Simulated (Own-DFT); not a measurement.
# Computed records: Si3N4 (beta silicon nitride, atoms displaced)

Computed with Own-DFT development build. A calculation, not a measurement: plane-wave PBE density functional theory by an unreviewed code, no spin, of a simulated periodic cell, stress positive in tension, free energy of the whole cell less one offset for each atom, forces on such cells passed a denser k mesh, this cell's mesh not checked; offsets are fitted by least squares, one for each functional and potential file, so energies compare only between cells with the same atoms and settings and are not formation energies; the far tail of each file's local potential was reset to the Coulomb form; each entry is a single point on an unrelaxed cell, so the pressure reflects the starting lattice, mostly measured values (interpolated for alloys), from which strain is counted, and rises with the displacements; printed positions are rounded, which can move forces by about a meV/angstrom; the program, named Own-DFT, is a retired in-house code; no spin-orbit coupling; before rounding, a Quantum ESPRESSO 7.3.1 run of the same cell and cutoff gave forces within 1 meV/angstrom rms on each cell, which checks the program and not the settings.

Common to all runs: functional PBE; potential files PseudoDojo norm-conserving, scalar-relativistic, standard set; wave cutoff 42 hartree; occupations Fermi-Dirac; smearing width 0.1 eV; k mesh 3 x 3 x 3 centred on Gamma.

(1) 
```cif
# cell vector a (Å): 7.6060 0.0000 0.0000
# cell vector b (Å): -3.8030 6.5870 0.0000
# cell vector c (Å): 0.0000 0.0000 8.7270
data_Si3N4
_symmetry_space_group_name_H-M 'P 1'
_symmetry_Int_Tables_number 1
_cell_length_a 7.6060
_cell_length_b 7.6060
_cell_length_c 8.7270
_cell_angle_alpha 90.000
_cell_angle_beta 90.000
_cell_angle_gamma 120.000
_cell_volume 437.23
loop_
_atom_site_label
_atom_site_type_symbol
_atom_site_fract_x
_atom_site_fract_y
_atom_site_fract_z
_atom_site_occupancy
Si1 Si 0.17568 0.77097 0.08313 1
Si2 Si 0.22892 0.40231 0.08459 1
Si3 Si 0.59131 0.82321 0.08073 1
Si4 Si 0.82963 0.23530 0.25230 1
Si5 Si 0.76560 0.59250 0.25155 1
Si6 Si 0.40154 0.17187 0.24727 1
N1 N 0.33599 0.03381 0.08309 1
N2 N 0.97502 0.30317 0.08129 1
N3 N 0.69432 0.66537 0.08285 1
N4 N 0.66886 0.97182 0.24624 1
N5 N 0.02537 0.70074 0.25095 1
N6 N 0.29783 0.33058 0.25059 1
N7 N 0.33163 0.66323 0.08190 1
N8 N 0.66946 0.33284 0.24538 1
Si7 Si 0.16875 0.77210 0.41658 1
Si8 Si 0.22848 0.40472 0.41547 1
Si9 Si 0.59528 0.81986 0.41581 1
Si10 Si 0.82993 0.23109 0.58053 1
Si11 Si 0.77476 0.60008 0.58628 1
Si12 Si 0.40431 0.17500 0.58206 1
N9 N 0.32621 0.02868 0.41908 1
N10 N 0.96877 0.30238 0.41972 1
N11 N 0.69718 0.66633 0.41650 1
N12 N 0.66782 0.96741 0.58317 1
N13 N 0.03498 0.70191 0.58544 1
N14 N 0.29782 0.33088 0.58381 1
N15 N 0.33209 0.66703 0.41844 1
N16 N 0.67154 0.33694 0.58470 1
Si13 Si 0.17624 0.76947 0.75062 1
Si14 Si 0.23151 0.40732 0.75417 1
Si15 Si 0.59620 0.82956 0.75200 1
Si16 Si 0.82662 0.23349 0.91523 1
Si17 Si 0.76569 0.59927 0.91828 1
Si18 Si 0.40597 0.17216 0.91916 1
N17 N 0.32546 0.02558 0.74565 1
N18 N 0.96379 0.29441 0.74836 1
N19 N 0.69803 0.67108 0.74970 1
N20 N 0.67033 0.96709 0.91800 1
N21 N 0.03187 0.70144 0.92103 1
N22 N 0.30381 0.33079 0.92114 1
N23 N 0.33288 0.67357 0.75113 1
N24 N 0.66624 0.33829 0.91907 1
_calc_free_energy_of_cell_above_offsets '-7.390'  # eV
_calc_pressure 5.44  # GPa
_calc_stress_xx -5.3  # GPa
_calc_stress_yy -4.62  # GPa
_calc_stress_zz -6.39  # GPa
_calc_stress_yz -0.43  # GPa
_calc_stress_xz 0.26  # GPa
_calc_stress_xy 0.28  # GPa
```

Force:
```tsv
element	x (eV/Å)	y (eV/Å)	z (eV/Å)
Si	0.299	-0.628	0.675
Si	0.505	0.92	-0.247
Si	-0.103	0.094	0.991
Si	-0.331	-0.681	-1.136
Si	-0.084	-0.469	-0.783
Si	1.01	0.862	1.39
N	-0.34	-1.374	0.178
N	-1.253	-0.757	0.489
N	-0.165	0.43	0.793
N	0.376	-0.42	0.833
N	0.686	0.544	-0.384
N	0.458	-0.559	0.058
N	-0.372	0.515	0.183
N	-1.097	-0.123	0.466
Si	1.63	-0.798	0.119
Si	0.349	0.913	0.851
Si	-1.571	1.173	-0.226
Si	-1.849	-0.653	1.031
Si	-0.241	-1.069	-0.402
Si	0.711	0.696	0.492
N	-0.077	0.927	-1.222
N	0.721	0.086	-1.286
N	0.724	-0.147	0.5
N	0.359	0.411	-0.404
N	-1.049	-0.309	-0.202
N	-0.068	-0.013	0.217
N	-0.423	-0.041	-0.359
N	-0.539	-0.413	-0.177
Si	-0.756	-0.188	0.57
Si	-0.067	0.264	-0.531
Si	-0.552	-0.421	-0.813
Si	-0.799	-0.06	0.627
Si	1.134	-0.668	-0.358
Si	0.287	0.572	-1.746
N	0.111	1.71	1.339
N	1.444	0.761	0.492
N	0.223	0.144	0.256
N	-0.045	1.214	-0.209
N	-0.818	-0.08	-1.124
N	-0.514	-0.029	-0.877
N	1.429	-1.58	0.213
N	0.66	-0.755	-0.276
```

(2) 
```cif
# cell vector a (Å): 7.6060 0.0000 0.0000
# cell vector b (Å): -3.8030 6.5870 0.0000
# cell vector c (Å): 0.0000 0.0000 8.7270
data_Si3N4
_symmetry_space_group_name_H-M 'P 1'
_symmetry_Int_Tables_number 1
_cell_length_a 7.6060
_cell_length_b 7.6060
_cell_length_c 8.7270
_cell_angle_alpha 90.000
_cell_angle_beta 90.000
_cell_angle_gamma 120.000
_cell_volume 437.23
loop_
_atom_site_label
_atom_site_type_symbol
_atom_site_fract_x
_atom_site_fract_y
_atom_site_fract_z
_atom_site_occupancy
Si1 Si 0.18009 0.77304 0.08572 1
Si2 Si 0.23009 0.40551 0.08178 1
Si3 Si 0.60063 0.82913 0.08037 1
Si4 Si 0.81997 0.21978 0.25122 1
Si5 Si 0.76368 0.59822 0.24949 1
Si6 Si 0.40537 0.17027 0.24625 1
N1 N 0.33467 0.03329 0.08452 1
N2 N 0.96868 0.29724 0.08261 1
N3 N 0.69545 0.66394 0.08297 1
N4 N 0.66537 0.96639 0.24949 1
N5 N 0.02909 0.69797 0.25104 1
N6 N 0.29519 0.33109 0.24877 1
N7 N 0.34041 0.66838 0.08288 1
N8 N 0.66711 0.33296 0.24933 1
Si7 Si 0.17047 0.76718 0.41773 1
Si8 Si 0.22888 0.40946 0.41904 1
Si9 Si 0.59477 0.82640 0.41462 1
Si10 Si 0.82585 0.23423 0.58452 1
Si11 Si 0.77614 0.59690 0.58367 1
Si12 Si 0.39887 0.17266 0.58306 1
N9 N 0.32881 0.02982 0.41628 1
N10 N 0.96668 0.30094 0.41872 1
N11 N 0.70111 0.66549 0.41640 1
N12 N 0.66283 0.96842 0.58259 1
N13 N 0.03195 0.70123 0.58438 1
N14 N 0.29846 0.33600 0.57939 1
N15 N 0.33109 0.66537 0.41957 1
N16 N 0.66534 0.33012 0.58596 1
Si13 Si 0.17048 0.76970 0.74985 1
Si14 Si 0.22985 0.40419 0.74878 1
Si15 Si 0.59478 0.82250 0.75192 1
Si16 Si 0.83075 0.23276 0.92073 1
Si17 Si 0.76399 0.59211 0.91682 1
Si18 Si 0.40418 0.16545 0.91762 1
N17 N 0.32920 0.02705 0.74925 1
N18 N 0.96478 0.29877 0.74971 1
N19 N 0.69745 0.66736 0.74743 1
N20 N 0.66791 0.97090 0.91885 1
N21 N 0.03133 0.70238 0.91761 1
N22 N 0.30564 0.33765 0.91502 1
N23 N 0.33532 0.66844 0.75310 1
N24 N 0.66729 0.33206 0.92055 1
_calc_free_energy_of_cell_above_offsets '-7.256'  # eV
_calc_pressure 5.51  # GPa
_calc_stress_xx -3.33  # GPa
_calc_stress_yy -5.4  # GPa
_calc_stress_zz -7.81  # GPa
_calc_stress_yz -0.02  # GPa
_calc_stress_xz -0.54  # GPa
_calc_stress_xy -0.66  # GPa
```

Force:
```tsv
element	x (eV/Å)	y (eV/Å)	z (eV/Å)
Si	0.011	-1.409	-0.234
Si	0.399	0.518	0.237
Si	-0.705	-1.234	0.537
Si	-0.323	2.7	0.027
Si	1.952	-1.766	-0.113
Si	-0.561	2.126	1.849
N	-0.265	-1.339	-0.583
N	0.428	-0.016	1.137
N	-0.379	0.951	-0.251
N	0.359	-0.455	-0.277
N	-0.247	0.317	-0.435
N	0.841	-0.699	0.46
N	-1.16	0.241	0.107
N	-0.036	-0.221	0.024
Si	0.903	0.241	-0.516
Si	0.059	-0.525	-1.69
Si	-0.296	-1.029	1.351
Si	-0.616	-1.178	-0.167
Si	-1.305	-1.513	-0.182
Si	0.932	0.855	-0.257
N	-0.24	-0.222	-0.172
N	0.189	-0.223	-0.539
N	-1.111	1.14	0.54
N	0.644	0.191	0.193
N	-0.082	0.041	-0.084
N	1.009	-1.106	1.224
N	-0.059	0.945	-0.255
N	-1.003	0.867	-0.046
Si	1.575	-0.699	0.693
Si	-0.375	0.863	0.233
Si	-0.926	0.729	-0.773
Si	-1.436	-0.053	-1.247
Si	0.898	-0.464	-0.231
Si	-0.176	2.298	-0.789
N	-0.421	0.646	0.042
N	1.211	0.367	0.511
N	0.675	0.031	0.551
N	0.481	0.255	-0.806
N	-0.509	-0.034	0.322
N	0.714	-1.338	0.028
N	-0.907	-0.492	-0.163
N	-0.146	-0.308	-0.257
```

(3) 
```cif
# cell vector a (Å): 7.6060 0.0000 0.0000
# cell vector b (Å): -3.8030 6.5870 0.0000
# cell vector c (Å): 0.0000 0.0000 8.7270
data_Si3N4
_symmetry_space_group_name_H-M 'P 1'
_symmetry_Int_Tables_number 1
_cell_length_a 7.6060
_cell_length_b 7.6060
_cell_length_c 8.7270
_cell_angle_alpha 90.000
_cell_angle_beta 90.000
_cell_angle_gamma 120.000
_cell_volume 437.23
loop_
_atom_site_label
_atom_site_type_symbol
_atom_site_fract_x
_atom_site_fract_y
_atom_site_fract_z
_atom_site_occupancy
Si1 Si 0.17321 0.76589 0.08028 1
Si2 Si 0.22199 0.40257 0.07949 1
Si3 Si 0.59772 0.82862 0.08811 1
Si4 Si 0.82030 0.22503 0.25183 1
Si5 Si 0.77110 0.59566 0.24657 1
Si6 Si 0.40178 0.17421 0.25067 1
N1 N 0.33435 0.02991 0.08216 1
N2 N 0.97042 0.30604 0.08293 1
N3 N 0.69968 0.67112 0.08548 1
N4 N 0.67492 0.97589 0.24846 1
N5 N 0.02904 0.70481 0.25116 1
N6 N 0.30282 0.33193 0.24971 1
N7 N 0.33259 0.66668 0.08383 1
N8 N 0.66965 0.33486 0.24699 1
Si7 Si 0.17579 0.76733 0.41666 1
Si8 Si 0.23337 0.40305 0.41896 1
Si9 Si 0.59563 0.82623 0.41502 1
Si10 Si 0.82935 0.23308 0.58320 1
Si11 Si 0.76984 0.59586 0.58321 1
Si12 Si 0.39662 0.16912 0.58357 1
N9 N 0.33931 0.03610 0.41579 1
N10 N 0.96839 0.30264 0.41928 1
N11 N 0.70067 0.66933 0.41695 1
N12 N 0.66703 0.96812 0.58548 1
N13 N 0.02829 0.70156 0.58195 1
N14 N 0.30325 0.33583 0.57881 1
N15 N 0.33300 0.66616 0.41181 1
N16 N 0.66748 0.33001 0.58349 1
Si13 Si 0.17318 0.76663 0.75013 1
Si14 Si 0.23233 0.40407 0.75246 1
Si15 Si 0.59291 0.83133 0.74712 1
Si16 Si 0.82619 0.23048 0.91926 1
Si17 Si 0.77205 0.59457 0.91497 1
Si18 Si 0.40952 0.17497 0.91518 1
N17 N 0.32942 0.03136 0.74801 1
N18 N 0.97191 0.29983 0.74922 1
N19 N 0.70267 0.66953 0.75052 1
N20 N 0.67237 0.97090 0.91953 1
N21 N 0.02961 0.69957 0.92051 1
N22 N 0.30137 0.33032 0.91854 1
N23 N 0.33581 0.66947 0.75052 1
N24 N 0.66677 0.33073 0.91472 1
_calc_free_energy_of_cell_above_offsets '-7.292'  # eV
_calc_pressure 5.54  # GPa
_calc_stress_xx -5.98  # GPa
_calc_stress_yy -4.67  # GPa
_calc_stress_zz -5.97  # GPa
_calc_stress_yz 0.65  # GPa
_calc_stress_xz -1.22  # GPa
_calc_stress_xy -0.29  # GPa
```

Force:
```tsv
element	x (eV/Å)	y (eV/Å)	z (eV/Å)
Si	0.393	0.775	1.771
Si	2.087	1.09	1.418
Si	-0.722	-0.953	-1.504
Si	0.237	3.022	-0.021
Si	-0.349	-0.634	1.093
Si	1.322	0.596	-0.968
N	-0.318	-0.136	0.007
N	-0.868	-0.856	0.597
N	0.374	-0.077	-0.984
N	-0.03	-2.074	0.957
N	0.958	0.391	-0.485
N	-1.142	0.104	-0.372
N	0.456	-0.065	-0.086
N	-0.653	-0.415	0.062
Si	-0.333	0.505	-0.405
Si	-1.254	0.889	-1.92
Si	-0.143	-0.316	0.537
Si	-1.09	-0.329	0.417
Si	-0.358	-1.284	-0.1
Si	1.772	1.715	-0.489
N	-0.541	-1.823	0.253
N	0.949	-0.092	-0.944
N	-0.236	0.317	-0.482
N	0.294	0.856	-1.427
N	1.011	0.464	0.404
N	0.524	-0.755	2.193
N	0.427	0.083	0.317
N	-1.025	0.408	0.109
Si	-0.155	0.107	-0.072
Si	0.061	0.737	-0.714
Si	1.234	-1.089	1.735
Si	-0.23	0.13	-0.914
Si	-1.236	-0.436	0.689
Si	-0.27	-0.214	0.555
N	-0.308	-0.809	0.682
N	0.06	-0.082	0.699
N	-0.893	0.667	-0.12
N	-0.005	-0.304	-0.415
N	0.215	0.049	-1.553
N	0.016	-0.238	-0.54
N	-0.446	-0.776	-0.027
N	0.213	0.853	0.045
```

(4) 
```cif
# cell vector a (Å): 7.6060 0.0000 0.0000
# cell vector b (Å): -3.8030 6.5870 0.0000
# cell vector c (Å): 0.0000 0.0000 8.7270
data_Si3N4
_symmetry_space_group_name_H-M 'P 1'
_symmetry_Int_Tables_number 1
_cell_length_a 7.6060
_cell_length_b 7.6060
_cell_length_c 8.7270
_cell_angle_alpha 90.000
_cell_angle_beta 90.000
_cell_angle_gamma 120.000
_cell_volume 437.23
loop_
_atom_site_label
_atom_site_type_symbol
_atom_site_fract_x
_atom_site_fract_y
_atom_site_fract_z
_atom_site_occupancy
Si1 Si 0.16984 0.76867 0.08225 1
Si2 Si 0.23525 0.40990 0.08799 1
Si3 Si 0.59456 0.82560 0.08541 1
Si4 Si 0.82447 0.22903 0.24996 1
Si5 Si 0.76886 0.59491 0.25032 1
Si6 Si 0.39937 0.17082 0.24944 1
N1 N 0.33089 0.02728 0.08447 1
N2 N 0.96999 0.30393 0.08132 1
N3 N 0.69357 0.66656 0.08212 1
N4 N 0.66663 0.96941 0.25007 1
N5 N 0.03839 0.70299 0.24864 1
N6 N 0.30017 0.33144 0.25096 1
N7 N 0.33765 0.67153 0.08319 1
N8 N 0.67063 0.33124 0.24803 1
Si7 Si 0.17471 0.77214 0.41564 1
Si8 Si 0.23405 0.40841 0.41958 1
Si9 Si 0.59806 0.82881 0.41431 1
Si10 Si 0.83040 0.22877 0.57992 1
Si11 Si 0.76967 0.59950 0.58483 1
Si12 Si 0.40329 0.17610 0.58109 1
N9 N 0.33352 0.03364 0.41837 1
N10 N 0.97208 0.30254 0.41529 1
N11 N 0.70240 0.66936 0.41328 1
N12 N 0.66384 0.96649 0.58393 1
N13 N 0.03382 0.70463 0.58669 1
N14 N 0.29591 0.33027 0.58713 1
N15 N 0.33455 0.66376 0.41925 1
N16 N 0.66681 0.33091 0.57915 1
Si13 Si 0.17044 0.76988 0.75151 1
Si14 Si 0.23032 0.40487 0.74714 1
Si15 Si 0.59285 0.82356 0.74715 1
Si16 Si 0.82856 0.23114 0.91692 1
Si17 Si 0.77090 0.59247 0.91699 1
Si18 Si 0.40691 0.17451 0.91922 1
N17 N 0.32688 0.03083 0.75172 1
N18 N 0.96862 0.29658 0.74919 1
N19 N 0.69627 0.66584 0.74769 1
N20 N 0.66821 0.96950 0.91799 1
N21 N 0.03236 0.70206 0.91571 1
N22 N 0.29246 0.32552 0.91515 1
N23 N 0.33469 0.67011 0.75032 1
N24 N 0.66471 0.33168 0.91566 1
_calc_free_energy_of_cell_above_offsets '-7.404'  # eV
_calc_pressure 5.47  # GPa
_calc_stress_xx -4.12  # GPa
_calc_stress_yy -4.92  # GPa
_calc_stress_zz -7.37  # GPa
_calc_stress_yz -0.31  # GPa
_calc_stress_xz 0.54  # GPa
_calc_stress_xy -0.36  # GPa
```

Force:
```tsv
element	x (eV/Å)	y (eV/Å)	z (eV/Å)
Si	1.961	-0.04	-0.183
Si	-0.539	0.098	-1.813
Si	-0.406	0.345	-1.052
Si	0.344	0.642	-0.523
Si	0.841	-0.851	-0.858
Si	1.455	0.904	0.035
N	-0.367	0.508	-0.091
N	0.602	0.037	1.02
N	1.232	-0.247	0.373
N	0.433	0.265	0.033
N	-1.955	-0.654	0.462
N	0.25	-0.303	0.587
N	-0.979	-0.715	0.178
N	-1.72	0.366	0.045
Si	1.152	-0.495	0.945
Si	-0.154	-0.241	-0.402
Si	-0.613	-1.022	0.752
Si	-1.622	0.193	0.801
Si	0.988	-1.64	-0.893
Si	1	0.168	1.635
N	-0.465	-0.723	-0.723
N	0.32	-0.319	-0.167
N	-0.431	0.628	0.839
N	0.679	0.689	-0.906
N	-0.895	-0.327	-1.284
N	0.862	-0.49	-1.573
N	-0.477	1.35	-0.251
N	-0.056	0.789	0.18
Si	1.85	0.591	-0.337
Si	-0.54	0.978	1.884
Si	-0.385	0.262	1.358
Si	-0.794	-0.323	-0.397
Si	-1.01	-0.22	-0.299
Si	-0.666	0.03	-0.747
N	0.018	0.306	-0.408
N	0.018	0.131	-0.313
N	0.094	0.327	0.973
N	0.355	-0.113	-0.413
N	-0.998	-0.491	0.549
N	0.454	0.113	0.914
N	-0.621	-0.929	-0.029
N	0.785	0.426	0.1
```

(5) 
```cif
# cell vector a (Å): 7.6060 0.0000 0.0000
# cell vector b (Å): -3.8030 6.5870 0.0000
# cell vector c (Å): 0.0000 0.0000 8.7270
data_Si3N4
_symmetry_space_group_name_H-M 'P 1'
_symmetry_Int_Tables_number 1
_cell_length_a 7.6060
_cell_length_b 7.6060
_cell_length_c 8.7270
_cell_angle_alpha 90.000
_cell_angle_beta 90.000
_cell_angle_gamma 120.000
_cell_volume 437.23
loop_
_atom_site_label
_atom_site_type_symbol
_atom_site_fract_x
_atom_site_fract_y
_atom_site_fract_z
_atom_site_occupancy
Si1 Si 0.17402 0.77187 0.08399 1
Si2 Si 0.23202 0.39935 0.08173 1
Si3 Si 0.59687 0.82924 0.07949 1
Si4 Si 0.82761 0.22833 0.25332 1
Si5 Si 0.76924 0.59593 0.25205 1
Si6 Si 0.40195 0.16813 0.25122 1
N1 N 0.33061 0.02716 0.08683 1
N2 N 0.97006 0.30246 0.08398 1
N3 N 0.69629 0.66718 0.08216 1
N4 N 0.66330 0.96715 0.24511 1
N5 N 0.02864 0.69759 0.24920 1
N6 N 0.30459 0.33742 0.24891 1
N7 N 0.33303 0.66842 0.08390 1
N8 N 0.66716 0.33109 0.24901 1
Si7 Si 0.17572 0.77582 0.41854 1
Si8 Si 0.22901 0.39730 0.41291 1
Si9 Si 0.59413 0.82042 0.41514 1
Si10 Si 0.82667 0.22969 0.58186 1
Si11 Si 0.76783 0.59654 0.58704 1
Si12 Si 0.40301 0.16823 0.58240 1
N9 N 0.32941 0.02988 0.41235 1
N10 N 0.97427 0.30044 0.41964 1
N11 N 0.70631 0.67157 0.41488 1
N12 N 0.66832 0.97075 0.58356 1
N13 N 0.02276 0.69094 0.58147 1
N14 N 0.29989 0.33159 0.58096 1
N15 N 0.33494 0.67317 0.41656 1
N16 N 0.67045 0.33467 0.58271 1
Si13 Si 0.17885 0.77492 0.75085 1
Si14 Si 0.23248 0.40111 0.75054 1
Si15 Si 0.59125 0.82185 0.75095 1
Si16 Si 0.82513 0.23094 0.91519 1
Si17 Si 0.76809 0.59157 0.91373 1
Si18 Si 0.40355 0.17489 0.91678 1
N17 N 0.33672 0.03426 0.75163 1
N18 N 0.97412 0.30683 0.75295 1
N19 N 0.70219 0.66829 0.74663 1
N20 N 0.66944 0.97384 0.91101 1
N21 N 0.02950 0.69886 0.91924 1
N22 N 0.29851 0.33147 0.91500 1
N23 N 0.33249 0.66671 0.75123 1
N24 N 0.66704 0.32687 0.91541 1
_calc_pressure ?
```

Q: Si3N4 (beta silicon nitride, atoms displaced) (entry 5): pressure?
A: 5.5 GPa

Further results for Si3N4 (beta silicon nitride, atoms displaced) (entry 5):

* free energy of cell above offsets: -6.992 eV
* stress xx: -5.21 GPa
* stress yy: -4.61 GPa
* stress zz: -6.68 GPa
* stress yz: -0.4 GPa
* stress xz: 1.08 GPa
* stress xy: -0.46 GPa

Force:
```tsv
element	x (eV/Å)	y (eV/Å)	z (eV/Å)
Si	0.66	-1.669	0.31
Si	-1.73	2.313	0.34
Si	-0.787	-0.953	-0.153
Si	-0.753	0.41	-0.858
Si	0.464	-1.139	-1.335
Si	0.858	2.196	-0.955
N	-0.495	1.2	-1.223
N	0.39	-0.534	-0.018
N	0.381	-0.001	-0.341
N	0.71	0.558	1.277
N	0.198	0.6	0.556
N	1.236	-1.493	-0.25
N	0.43	-0.578	-0.335
N	-0.44	0.015	0.269
Si	0.128	-2.494	-0.758
Si	-0.483	2.841	0.896
Si	-0.634	0.796	-0.143
Si	-0.132	0.686	1.223
Si	0.6	-1.415	-2.068
Si	0.774	1.974	-0.256
N	-0.356	0.36	1.748
N	-0.638	-0.788	-0.795
N	-0.853	0.366	1.102
N	0.307	-0.778	-0.304
N	1.628	1.791	0.909
N	0.988	-0.921	0.409
N	0.127	-1.67	0.144
N	-1.01	-0.627	-0.027
Si	-0.515	-1.837	-0.104
Si	-1.338	1.44	-0.984
Si	-0.062	0.558	-0.791
Si	0.799	0.514	0.462
Si	0.161	-0.424	1.061
Si	1.058	0.153	0.931
N	-0.617	-0.719	-0.506
N	-0.196	-0.703	-0.953
N	-1.227	0.629	1.545
N	0.354	-1.043	0.751
N	-0.03	0.548	-1.03
N	1.346	-0.959	0.322
N	0.331	-0.393	-0.085
N	-1.632	1.187	0.017
```
